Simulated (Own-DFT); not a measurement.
Simulation results for GaN (wurtzite, strained, atoms displaced)

A calculation, not a measurement: plane-wave PBE density functional theory by an unreviewed code, no spin, of a simulated periodic cell, stress positive in tension, free energy of the whole cell less one offset for each atom, forces on such cells passed a denser k mesh, this cell's mesh not checked; offsets are fitted by least squares, one for each functional and potential file, so energies compare only between cells with the same atoms and settings and are not formation energies; the far tail of each file's local potential was reset to the Coulomb form; each entry is a single point on an unrelaxed cell, so the pressure reflects the starting lattice, mostly measured values (interpolated for alloys), from which strain is counted, and rises with the displacements; printed positions are rounded, which can move forces by about a meV/angstrom; the program, named Own-DFT, is a retired in-house code; no spin-orbit coupling. Program: Own-DFT development build.

Settings shared by all entries: functional PBE; potential files PseudoDojo norm-conserving, scalar-relativistic, standard set with the stringent files for Ga; wave cutoff 96 hartree; occupations Gaussian; smearing width 0.01 eV; k mesh 3 x 4 x 3 centred on Gamma.

(1) GaN (wurtzite, strained, atoms displaced)

```xyz
96
Lattice="12.7560 0.0000 0.0000 -4.7835 8.2853 0.0000 0.0000 0.0000 10.1626" Properties=species:S:1:pos:R:3 GaN
Ga    -0.0267     1.8846     0.0189
Ga     1.6180     0.8432     2.5440
N     -0.0492     1.6996     1.8833
N      1.6051     0.9036     4.4707
Ga    -0.0297     1.8541     5.0637
Ga     1.6634     0.9229     7.6201
N      0.0215     1.8628     7.0492
N      1.6576     0.8606     9.5114
Ga    -1.6204     4.6376    10.1328
Ga     0.0112     3.6945     2.5230
N     -1.5703     4.6000     1.8635
N      0.0472     3.6295     4.4541
Ga    -1.6391     4.6411     5.0817
Ga     0.0631     3.7195     7.6499
N     -1.6682     4.6398     7.0254
N     -0.0261     3.6383     9.5568
Ga    -3.1966     7.3685     0.0289
Ga    -1.5866     6.4875     2.6741
N     -3.2027     7.3251     1.8875
N     -1.6534     6.4346     4.3988
Ga    -3.1605     7.3714     5.0630
Ga    -1.5865     6.3910     7.6666
N     -3.1283     7.3963     6.9955
N     -1.6047     6.3835     9.6120
Ga     3.1598     1.8292     0.0535
Ga     4.7079     0.8850     2.5789
N      3.1934     1.7900     1.9665
N      4.7281     0.9456     4.4543
Ga     3.1688     1.8080     5.0871
Ga     4.7962     0.9632     7.6743
N      3.2195     1.8189     7.0268
N      4.7582     0.9746     9.4716
Ga     1.5829     4.5598    10.1419
Ga     3.1310     3.6681     2.5872
N      1.6347     4.5999     1.9493
N      3.2229     3.6676     4.4564
Ga     1.5310     4.5512     5.1205
Ga     3.1730     3.6787     7.6872
N      1.5770     4.5949     7.0150
N      3.1647     3.6837     9.5818
Ga     0.0001     7.3127    10.1579
Ga     1.5594     6.4651     2.5483
N     -0.0182     7.3494     1.9020
N      1.5732     6.4440     4.4362
Ga     0.0028     7.3759     5.0950
Ga     1.6418     6.4083     7.6589
N     -0.0315     7.3941     7.0032
N      1.5552     6.4541     9.5200
Ga     6.4433     1.7525     0.0221
Ga     7.9438     0.9449     2.5237
N      6.3808     1.7532     1.9160
N      7.9820     0.9294     4.4789
Ga     6.3427     1.7574     4.9613
Ga     8.0057     0.8818     7.6509
N      6.3611     1.9098     6.9812
N      7.9777     0.8813     9.4962
Ga     4.8146     4.6662    10.1270
Ga     6.2893     3.7312     2.5674
N      4.8008     4.6071     1.8547
N      6.3704     3.6735     4.5038
Ga     4.7325     4.6654     5.0644
Ga     6.3810     3.6894     7.6593
N      4.8415     4.5304     6.9834
N      6.3853     3.7187     9.4481
Ga     3.1500     7.3592     0.0386
Ga     4.8401     6.4215     2.5215
N      3.2153     7.3212     1.9440
N      4.7709     6.4572     4.4819
Ga     3.1367     7.4797     5.0195
Ga     4.7987     6.4941     7.6226
N      3.1126     7.3840     6.9659
N      4.7378     6.4910     9.6106
Ga     9.5495     1.8665     0.1150
Ga    11.1898     0.9532     2.4459
N      9.6320     1.8324     1.8858
N     11.1627     0.8510     4.4614
Ga     9.5542     1.8471     5.0892
Ga    11.1420     0.8772     7.5834
N      9.4941     1.8837     7.0297
N     11.1536     0.8925     9.5416
Ga     8.0350     4.6602    10.1475
Ga     9.5492     3.6412     2.5187
N      7.9609     4.5776     1.8966
N      9.5772     3.7094     4.4031
Ga     7.9102     4.5873     5.0232
Ga     9.5510     3.6466     7.6684
N      7.9990     4.6136     6.9781
N      9.5009     3.6603     9.5015
Ga     6.4545     7.4242    10.1112
Ga     8.0378     6.4533     2.6461
N      6.3663     7.3755     1.9265
N      7.8616     6.4106     4.4525
Ga     6.3478     7.3651     5.0200
Ga     7.9294     6.5389     7.5933
N      6.3332     7.2676     6.9410
N      7.9665     6.3155     9.6244
```

```
free energy of cell above offsets : -3.951 eV
pressure                          : 11.14 GPa
stress xx                         : -7.23 GPa
stress yy                         : -8.32 GPa
stress zz                         : -17.87 GPa
stress yz                         : 1.02 GPa
stress xz                         : 0.16 GPa
stress xy                         : -0.06 GPa
```

Force:
| element | x (eV/Å) | y (eV/Å) | z (eV/Å) |
| --- | --- | --- | --- |
| Ga | 0.523 | -1.67 | -1.15 |
| Ga | -0.767 | 0.56 | -0.193 |
| N | 2.796 | 2.404 | 0.477 |
| N | -0.56 | 0.066 | -0.242 |
| Ga | 0.11 | -1.09 | 0.729 |
| Ga | -0.622 | 0.049 | -0.305 |
| N | -0.296 | -0.365 | -0.607 |
| N | -1.155 | 0.773 | 1.057 |
| Ga | -0.242 | -1.778 | 0.342 |
| Ga | -0.267 | -0.55 | -0.409 |
| N | -0.286 | 0.054 | 1.387 |
| N | -1.47 | 0.871 | -0.175 |
| Ga | 0.347 | -0.957 | 0.246 |
| Ga | -1.92 | -0.814 | -0.385 |
| N | 1.36 | -1.206 | -0.413 |
| N | 0.164 | 1.131 | 0.006 |
| Ga | -0.085 | -0.679 | -1.048 |
| Ga | -0.042 | -1.034 | -5.392 |
| N | 0.732 | 0.103 | 1.535 |
| N | 0.889 | 0.149 | 3.865 |
| Ga | -1.388 | -0.271 | 0.827 |
| Ga | -0.057 | 1.375 | -0.135 |
| N | -0.905 | -0.525 | 0.097 |
| N | -0.043 | 1.614 | -1.073 |
| Ga | 0.761 | 0.051 | -0.75 |
| Ga | 1.363 | -0.098 | -1.078 |
| N | -0.8 | 0.812 | -0.269 |
| N | 0.202 | -1.218 | 0.088 |
| Ga | 0.09 | 1.029 | 0.712 |
| Ga | 0.722 | -0.17 | -2.294 |
| N | -0.478 | 0.956 | -0.528 |
| N | 0.337 | -0.988 | 3.269 |
| Ga | -0.103 | 0.721 | 0.692 |
| Ga | 1.347 | 0.023 | -0.93 |
| N | -1.038 | 0.112 | -0.668 |
| N | -1.095 | -0.028 | 0.811 |
| Ga | 1.589 | 0.851 | -0.778 |
| Ga | 1.132 | -0.283 | -1.201 |
| N | 0.796 | 0.262 | 0.163 |
| N | 0.302 | -0.095 | 0.231 |
| Ga | -0.688 | 1.272 | -0.412 |
| Ga | 0.688 | -0.32 | -0.516 |
| N | -0.154 | 0.139 | 0.58 |
| N | -0.231 | -0.182 | 0.872 |
| Ga | -0.19 | -0.14 | 0.279 |
| Ga | -1.108 | 0.949 | -1.298 |
| N | 0.461 | -0.751 | 0.424 |
| N | 0.54 | -0.812 | 1.031 |
| Ga | -1.364 | 1.624 | -1.162 |
| Ga | 1.163 | -0.991 | 0.105 |
| N | -0.959 | 1.144 | 0.618 |
| N | 0.032 | 1.152 | -1.264 |
| Ga | 0.186 | 1.931 | 2.3 |
| Ga | -1.604 | 0.95 | -1.375 |
| N | 0.553 | -1.716 | -0.51 |
| N | 0.59 | 0.123 | 1.858 |
| Ga | 0.174 | -1.01 | -0.431 |
| Ga | 1.433 | -0.914 | -0.468 |
| N | -1.162 | -0.33 | 1.053 |
| N | -1.041 | -0.509 | -1.142 |
| Ga | 0.697 | -0.958 | 0.779 |
| Ga | 0.921 | -0.066 | -2.372 |
| N | -1.95 | 1.662 | 0.507 |
| N | 0.186 | -0.617 | 3.514 |
| Ga | 0.23 | 0 | -0.236 |
| Ga | -0.503 | 0.246 | 0.089 |
| N | -0.588 | 0.702 | 0.379 |
| N | -0.851 | 0.452 | -0.621 |
| Ga | 0.497 | -2.734 | 0.738 |
| Ga | -1.564 | -1.68 | 0.238 |
| N | 1.263 | -0.397 | 0.054 |
| N | 0.822 | 0.252 | -1.294 |
| Ga | -0.087 | -0.439 | -3.89 |
| Ga | -1.391 | -2.105 | 1.921 |
| N | -1.421 | -0.024 | 2.45 |
| N | -0.273 | 1.874 | -0.409 |
| Ga | 0.543 | 0.429 | -0.004 |
| Ga | 0.016 | 0.8 | 0.059 |
| N | 1.446 | -1.306 | -0.71 |
| N | -0.028 | 1.308 | -0.494 |
| Ga | -1.538 | -3.532 | 0.819 |
| Ga | 0.336 | 1.076 | -0.534 |
| N | 0.017 | 0.126 | 0.919 |
| N | -0.201 | -0.59 | 0.846 |
| Ga | 0.937 | -0.183 | 1.362 |
| Ga | -0.628 | 1.047 | -1.478 |
| N | -0.144 | 0.589 | 0.061 |
| N | 1.386 | -0.277 | 1.813 |
| Ga | -0.914 | -1.734 | 1.4 |
| Ga | -1.367 | -0.544 | -2.74 |
| N | 0.971 | -0.141 | -0.214 |
| N | 1.879 | 0.494 | 1.346 |
| Ga | -0.304 | -0.441 | 0.279 |
| Ga | 1.57 | -2.076 | 0.321 |
| N | 0.524 | 2.073 | 0.413 |
| N | 0.252 | 4.958 | -2.362 |

(2) GaN (wurtzite, strained, atoms displaced)

```xyz
96
Lattice="12.7560 0.0000 0.0000 -4.7835 8.2853 0.0000 0.0000 0.0000 10.1626" Properties=species:S:1:pos:R:3 GaN
Ga     0.0805     1.8629     0.0517
Ga     1.6678     0.9476     2.5064
N      0.0223     1.8966     1.9053
N      1.6537     0.8879     4.4095
Ga    -0.0020     1.9786     5.1258
Ga     1.6339     0.8845     7.6002
N     -0.0791     1.8099     6.9844
N      1.5924     0.9149     9.5445
Ga    -1.6453     4.6113     0.0303
Ga     0.0130     3.7328     2.5107
N     -1.6462     4.5255     1.8483
N      0.0148     3.7015     4.3881
Ga    -1.5494     4.6502     5.0667
Ga    -0.0430     3.7062     7.6325
N     -1.6705     4.6135     7.0698
N      0.0278     3.7152     9.5602
Ga    -3.1842     7.2935    10.0963
Ga    -1.5453     6.4645     2.5415
N     -3.3012     7.3904     1.8355
N     -1.5425     6.4543     4.4348
Ga    -3.1187     7.3250     5.0393
Ga    -1.5425     6.4586     7.6490
N     -3.1675     7.3564     7.0248
N     -1.6608     6.5500     9.4680
Ga     3.1323     1.8087    10.1395
Ga     4.7821     0.9131     2.3845
N      3.1468     1.9095     1.8871
N      4.6970     0.8710     4.4057
Ga     3.2659     1.8009     5.0333
Ga     4.7344     0.9234     7.6741
N      3.1770     1.8330     6.9800
N      4.7101     0.8367     9.5665
Ga     1.6075     4.5975     0.0676
Ga     3.1810     3.7183     2.4823
N      1.5718     4.6109     1.9167
N      3.1786     3.7057     4.4602
Ga     1.6148     4.5982     5.0234
Ga     3.1701     3.5968     7.5901
N      1.5404     4.5907     7.0563
N      3.1079     3.6936     9.4905
Ga    -0.0263     7.3723     0.0821
Ga     1.6182     6.5100     2.6201
N     -0.0040     7.4209     1.9678
N      1.5270     6.3995     4.4837
Ga    -0.0275     7.3638     5.0562
Ga     1.6313     6.3979     7.6374
N     -0.0278     7.3162     7.0390
N      1.5621     6.4336     9.4477
Ga     6.3935     1.8526     0.0481
Ga     8.0504     0.9175     2.5061
N      6.3855     1.8077     1.9043
N      8.0118     0.9741     4.4695
Ga     6.3989     1.8473     5.1308
Ga     7.9895     0.8882     7.6296
N      6.3870     1.7929     6.9107
N      8.0269     1.0181     9.5217
Ga     4.7640     4.6910    10.1276
Ga     6.3406     3.7693     2.6043
N      4.8500     4.5815     1.8854
N      6.3547     3.6212     4.4013
Ga     4.8269     4.5699     5.1873
Ga     6.4193     3.6699     7.6108
N      4.7616     4.5901     7.0219
N      6.3250     3.7529     9.6184
Ga     3.1873     7.3754     0.0255
Ga     4.8821     6.4013     2.5005
N      3.1665     7.3399     1.9614
N      4.8473     6.4837     4.3765
Ga     3.1221     7.3994     5.1228
Ga     4.7931     6.4982     7.7043
N      3.1378     7.3380     6.9208
N      4.7905     6.4146     9.4412
Ga     9.4789     1.8736    10.0906
Ga    11.1987     0.9670     2.5739
N      9.5621     1.8503     1.9073
N     11.2107     0.9367     4.5070
Ga     9.5713     1.8228     5.1309
Ga    11.2448     0.8219     7.6255
N      9.5573     1.7924     6.9638
N     11.1631     0.9806     9.6292
Ga     8.0430     4.5261     0.0251
Ga     9.6013     3.6509     2.5155
N      7.9801     4.6243     1.9761
N      9.5789     3.6275     4.5235
Ga     7.9697     4.5267     5.0223
Ga     9.6508     3.6690     7.5513
N      7.9933     4.6693     6.9709
N      9.5989     3.7555     9.4664
Ga     6.3942     7.3450    10.1508
Ga     7.9141     6.4398     2.5286
N      6.3952     7.3230     1.9293
N      7.8661     6.3479     4.4273
Ga     6.3894     7.3601     5.0896
Ga     7.9978     6.4183     7.5934
N      6.3549     7.4445     6.9508
N      7.9540     6.5562     9.5336
```

```
free energy of cell above offsets : -3.060 eV
pressure                          : 11.44 GPa
stress xx                         : -8.37 GPa
stress yy                         : -7.55 GPa
stress zz                         : -18.4 GPa
stress yz                         : -0.07 GPa
stress xz                         : 1.16 GPa
stress xy                         : -1.04 GPa
```

Force:
| element | x (eV/Å) | y (eV/Å) | z (eV/Å) |
| --- | --- | --- | --- |
| Ga | -1.184 | 0.079 | -1.299 |
| Ga | -1.631 | -0.663 | 0.141 |
| N | 0.169 | -0.356 | 1.3 |
| N | -0.76 | 0.449 | 0.972 |
| Ga | 0.466 | -2.311 | -1.182 |
| Ga | -1.13 | 0.514 | 0.066 |
| N | 1.909 | 1.113 | 0.791 |
| N | -0.196 | -0.349 | -0.551 |
| Ga | 1.372 | 0.496 | -2.168 |
| Ga | -0.564 | -0.868 | -0.591 |
| N | 1.134 | 1.771 | 1.991 |
| N | -0.25 | 0.831 | 0.978 |
| Ga | -0.746 | -0.9 | 0.52 |
| Ga | 0.165 | -0.652 | 0.42 |
| N | 2.547 | 0.994 | -1.829 |
| N | -0.83 | 0.032 | 0.279 |
| Ga | -1.149 | 1.825 | 0.796 |
| Ga | -1.949 | -0.409 | -1.001 |
| N | 1.835 | -0.325 | 1.26 |
| N | -0.709 | -0.867 | -0.081 |
| Ga | -1.863 | 0.477 | 0.318 |
| Ga | -1.024 | -0.396 | -1.073 |
| N | 0.03 | -0.234 | -1.004 |
| N | 2.042 | -1.931 | 2.216 |
| Ga | 0.464 | 1.009 | -0.277 |
| Ga | -0.344 | 1.974 | 2.061 |
| N | 1.224 | -0.384 | -0.184 |
| N | 2.54 | 0.074 | -0.595 |
| Ga | -1.743 | 0.96 | 0.131 |
| Ga | 0.742 | -0.749 | -1.01 |
| N | 0.344 | -0.596 | -0.217 |
| N | 1.187 | 1.707 | 0.343 |
| Ga | -0.512 | 0.534 | -1.99 |
| Ga | 0.561 | 0.148 | 0.899 |
| N | 0.517 | 1.288 | 0.999 |
| N | 0.892 | -0.456 | -0.27 |
| Ga | -0.205 | -0.355 | 1.46 |
| Ga | -0.493 | 1.575 | 0.112 |
| N | 0.675 | -0.538 | -1.632 |
| N | 1.468 | -0.304 | 1.014 |
| Ga | 0.186 | -1.221 | -1.772 |
| Ga | -0.407 | -0.917 | -0.928 |
| N | 0.288 | -1.912 | -0.471 |
| N | 0.732 | 1.046 | 0.228 |
| Ga | 0.614 | 0.562 | 1.202 |
| Ga | -0.912 | 0.264 | -1.608 |
| N | 1.183 | 1.065 | -1.026 |
| N | 0.471 | 0.684 | 3.371 |
| Ga | -0.878 | 0.373 | -1.217 |
| Ga | -1.1 | 0.074 | 0.967 |
| N | 0.474 | 0.624 | 0.874 |
| N | -0.914 | -0.976 | -0.478 |
| Ga | -0.613 | -0.864 | -3.255 |
| Ga | -0.219 | 0.171 | -1.059 |
| N | -0.429 | 0.381 | 3.63 |
| N | -2.573 | -2.164 | -0.14 |
| Ga | -0.709 | -1.961 | 0.055 |
| Ga | 1.203 | -1.706 | -2.087 |
| N | -1.804 | 0.597 | -0.34 |
| N | -0.095 | 0.276 | 2.385 |
| Ga | -0.587 | 1.052 | -2.338 |
| Ga | -0.154 | 0.22 | 0.462 |
| N | 0.45 | 0.192 | 1.246 |
| N | 1.224 | -1.216 | -1.28 |
| Ga | -0.506 | -0.107 | -0.58 |
| Ga | -1.403 | 0.353 | 0.543 |
| N | 1.109 | 0.154 | -0.828 |
| N | -1.446 | -0.814 | 1.745 |
| Ga | 1.241 | -0.341 | -2.719 |
| Ga | -0.171 | -0.385 | -4.739 |
| N | 0.889 | 0.167 | 2.778 |
| N | -0.449 | 1.654 | 3.956 |
| Ga | 3.484 | 1.033 | 1.083 |
| Ga | 0.049 | -0.514 | -0.391 |
| N | 0.536 | -0.165 | -0.537 |
| N | -0.127 | 0.252 | -0.543 |
| Ga | 0.775 | -0.382 | -1.25 |
| Ga | -1.399 | 2.268 | 1.417 |
| N | 0.399 | 0.272 | 2.106 |
| N | -0.149 | -0.657 | -0.991 |
| Ga | -1.388 | 1.674 | -0.098 |
| Ga | -1.164 | 0.102 | 1.284 |
| N | 0.235 | -0.996 | -0.698 |
| N | 0.763 | 0.939 | -1.015 |
| Ga | -0.036 | 0.577 | 0.372 |
| Ga | -2.594 | -1.068 | 0.214 |
| N | -0.282 | -1.886 | -0.021 |
| N | -0.601 | -1.092 | 0.492 |
| Ga | -0.349 | 1.333 | 0.392 |
| Ga | 1.293 | 0.181 | 0.145 |
| N | -0.565 | 1.576 | -0.869 |
| N | 1.863 | 0.761 | 0.653 |
| Ga | -0.122 | 0.383 | -0.996 |
| Ga | -0.43 | 1.102 | 0.228 |
| N | 0.099 | -2.87 | 1.009 |
| N | 0.015 | -2.35 | -0.675 |

(3) GaN (wurtzite, strained, atoms displaced)

```xyz
96
Lattice="12.7560 0.0000 0.0000 -4.7835 8.2853 0.0000 0.0000 0.0000 10.1626" Properties=species:S:1:pos:R:3 GaN
Ga     0.0515     1.8932    10.1047
Ga     1.5774     0.8504     2.5120
N      0.0668     1.8826     1.8969
N      1.6680     0.9752     4.3998
Ga    -0.0764     1.8812     5.1870
Ga     1.6367     0.9282     7.6714
N      0.0973     1.8723     6.9441
N      1.6104     0.8730     9.4956
Ga    -1.6158     4.6575    10.1419
Ga    -0.0223     3.7422     2.5023
N     -1.5366     4.6520     1.8708
N     -0.0706     3.7015     4.5029
Ga    -1.5763     4.5927     5.0726
Ga    -0.0467     3.7790     7.6739
N     -1.4618     4.6502     6.9157
N      0.0531     3.6949     9.5328
Ga    -3.2576     7.4507    10.1381
Ga    -1.5788     6.4722     2.5623
N     -3.1606     7.3134     1.8835
N     -1.5131     6.5007     4.4689
Ga    -3.1898     7.3997     5.0660
Ga    -1.5132     6.4372     7.6336
N     -3.1702     7.4107     7.0460
N     -1.6048     6.4292     9.5683
Ga     3.1489     1.8792    10.0946
Ga     4.7849     0.9189     2.5399
N      3.3304     1.8797     1.8775
N      4.7244     0.8729     4.3899
Ga     3.1634     1.8085     5.1705
Ga     4.8031     0.9170     7.6634
N      3.1772     1.8847     7.0303
N      4.8016     0.8927     9.5083
Ga     1.6360     4.5621     0.0096
Ga     3.1609     3.6814     2.4559
N      1.6896     4.5529     1.8385
N      3.2192     3.6020     4.4328
Ga     1.5337     4.6535     5.1433
Ga     3.2485     3.8081     7.6865
N      1.6061     4.6119     6.9878
N      3.2241     3.7384     9.5294
Ga    -0.0101     7.3524     0.0448
Ga     1.5656     6.4388     2.4513
N     -0.0126     7.3508     1.9067
N      1.6571     6.4208     4.5287
Ga     0.0823     7.3201     5.0592
Ga     1.6329     6.4108     7.7040
N     -0.0621     7.3776     6.9757
N      1.5566     6.4835     9.5346
Ga     6.3292     1.8632    10.1078
Ga     7.9416     1.0183     2.5648
N      6.4433     1.7638     1.8545
N      7.9850     0.9210     4.5000
Ga     6.3985     1.8777     5.1003
Ga     8.0145     0.9110     7.5654
N      6.4632     1.7915     7.0588
N      7.9557     0.9175     9.5745
Ga     4.8041     4.6212    10.0742
Ga     6.3736     3.6657     2.5830
N      4.7599     4.6412     1.9737
N      6.3415     3.6865     4.4167
Ga     4.8570     4.5994     5.0992
Ga     6.4490     3.7372     7.6284
N      4.8684     4.6190     6.9368
N      6.3278     3.6713     9.4420
Ga     3.2158     7.3791     0.0481
Ga     4.7619     6.3276     2.5964
N      3.2042     7.3536     1.8598
N      4.8216     6.4442     4.4866
Ga     3.1333     7.3386     5.0243
Ga     4.7866     6.3739     7.6639
N      3.1624     7.4341     7.0286
N      4.7809     6.4532     9.5320
Ga     9.5344     1.7620    10.1580
Ga    11.1729     0.9632     2.5830
N      9.5520     1.8787     1.7484
N     11.1551     0.9525     4.5065
Ga     9.5639     1.8380     5.1268
Ga    11.1743     0.8925     7.5814
N      9.4684     1.8094     6.9274
N     11.2455     0.9382     9.5103
Ga     7.9923     4.5208     0.0284
Ga     9.5982     3.6348     2.6309
N      7.9630     4.6320     1.7915
N      9.5012     3.6926     4.4196
Ga     8.0819     4.5535     5.1082
Ga     9.6073     3.6692     7.5386
N      7.8981     4.6137     6.9411
N      9.5683     3.7629     9.5156
Ga     6.3736     7.4353     0.0212
Ga     7.9624     6.4190     2.5846
N      6.3972     7.3968     1.8764
N      7.9171     6.4575     4.4352
Ga     6.3268     7.4372     5.0846
Ga     8.0406     6.4186     7.6074
N      6.4132     7.2770     7.0096
N      7.9288     6.4359     9.5114
```

```
free energy of cell above offsets : -2.192 eV
pressure                          : 11.72 GPa
stress xx                         : -7.19 GPa
stress yy                         : -7.28 GPa
stress zz                         : -20.68 GPa
stress yz                         : -0.08 GPa
stress xz                         : -0.21 GPa
stress xy                         : 0.39 GPa
```

Force:
| element | x (eV/Å) | y (eV/Å) | z (eV/Å) |
| --- | --- | --- | --- |
| Ga | -0.483 | -0.626 | 0.678 |
| Ga | 1.088 | 1.114 | -0.054 |
| N | -0.757 | -0.184 | 0.052 |
| N | -2.056 | -0.871 | 0.902 |
| Ga | 1.828 | -0.117 | -3.357 |
| Ga | -0.094 | 0.247 | -2.03 |
| N | -1.276 | 0.149 | 3.454 |
| N | -0.12 | 2.04 | 1.353 |
| Ga | 0.145 | -0.82 | 0.085 |
| Ga | 1.171 | -0.809 | 0.586 |
| N | -1.123 | -0.454 | 1.148 |
| N | 1.191 | -0.343 | -1.307 |
| Ga | -0.677 | 1.439 | -1.173 |
| Ga | 2.105 | -1.674 | -0.869 |
| N | -2.685 | -0.324 | 1.182 |
| N | -0.69 | 0.422 | 0.427 |
| Ga | 0.265 | -2.848 | 0.123 |
| Ga | -0.212 | -0.284 | -0.318 |
| N | -0.562 | 0.444 | 0.479 |
| N | -1.495 | -1.295 | 0.014 |
| Ga | 0.217 | 0.275 | 0.125 |
| Ga | -1.4 | 0.705 | 0.15 |
| N | 0.368 | -0.992 | -0.839 |
| N | -0.074 | 1.114 | -0.515 |
| Ga | 1.351 | -0.724 | 0.72 |
| Ga | 0.66 | 0.018 | -0.646 |
| N | -2.1 | -0.615 | -0.988 |
| N | 1.381 | 0.36 | 1.97 |
| Ga | 0.834 | 0.694 | -1.531 |
| Ga | -0.033 | 0.019 | -1.675 |
| N | 0.793 | 0.333 | 1.298 |
| N | -0.914 | 0.248 | 1.299 |
| Ga | -0.474 | 1.465 | -1.329 |
| Ga | 1.563 | -0.959 | 2.125 |
| N | -2.347 | 1.283 | 1.463 |
| N | -0.524 | 1.501 | 0.498 |
| Ga | 1.402 | -1.92 | -1.516 |
| Ga | -0.368 | -1.401 | -2.495 |
| N | 0.106 | 0.128 | 1.652 |
| N | -0.307 | -0.598 | 0.549 |
| Ga | -0.325 | 0.281 | -1.266 |
| Ga | 1.085 | -0.18 | 0.753 |
| N | 0.289 | 0.18 | 0.762 |
| N | -1.347 | -0.412 | -2.334 |
| Ga | -0.635 | 1.385 | 0.465 |
| Ga | -0.622 | 1.238 | -1.847 |
| N | 1.862 | 0.138 | 0.307 |
| N | 0.766 | -0.918 | 1.586 |
| Ga | 0.64 | -0.485 | 0.032 |
| Ga | 1.576 | -1.864 | -0.42 |
| N | -1.797 | 1.731 | 0.46 |
| N | -0.046 | 0.217 | -0.793 |
| Ga | -1.131 | -0.851 | 0.057 |
| Ga | -1.056 | -0.543 | 2.033 |
| N | -1.633 | 1.485 | -0.919 |
| N | 0.052 | 0.014 | -1.149 |
| Ga | 0.485 | 0.427 | 2.037 |
| Ga | -0.04 | 0.005 | -2.187 |
| N | 0.841 | -2.122 | -1.942 |
| N | 1.829 | -0.334 | 1.381 |
| Ga | -1.838 | -0.129 | -1.475 |
| Ga | -1.172 | -1.726 | -1.248 |
| N | -0.731 | -0.458 | 1.795 |
| N | 0.714 | 0.166 | 2.113 |
| Ga | -0.561 | -0.079 | -1.862 |
| Ga | 0.309 | 2.945 | -0.632 |
| N | -0.086 | 0.21 | 2.868 |
| N | -0.872 | 0.25 | 0.122 |
| Ga | 2.133 | 0.668 | 1.385 |
| Ga | -0.014 | 1.707 | -1.341 |
| N | 0.645 | -2.274 | -0.723 |
| N | 0.07 | 0.24 | 0.602 |
| Ga | 0.862 | 1.181 | -3.125 |
| Ga | 0.057 | -0.337 | -1.444 |
| N | 0.619 | -0.017 | 5.122 |
| N | -0.303 | 0.505 | -0.496 |
| Ga | -0.341 | -0.183 | -2.049 |
| Ga | 0.414 | -0.223 | 0.024 |
| N | 2.804 | 1.25 | 1.838 |
| N | -1.041 | 0.532 | -0.249 |
| Ga | -0.754 | 1.332 | -2.727 |
| Ga | -0.184 | 0.899 | -4.097 |
| N | 0.143 | -0.813 | 4.281 |
| N | 2.213 | -1.022 | 1.708 |
| Ga | -3.239 | 1.865 | -1.014 |
| Ga | -0.342 | 0.541 | 1.063 |
| N | 2.698 | 0.04 | 0.606 |
| N | 0.564 | -1.747 | -1.132 |
| Ga | 0.397 | -1.12 | -1.029 |
| Ga | -0.084 | 0.254 | -1.852 |
| N | -0.413 | -0.001 | 1.877 |
| N | 0.884 | -0.274 | 1.342 |
| Ga | 0.633 | -1.411 | 0.359 |
| Ga | -0.443 | 0.552 | 0.218 |
| N | -0.549 | 1.275 | -0.115 |
| N | 0.32 | -0.133 | 0.581 |
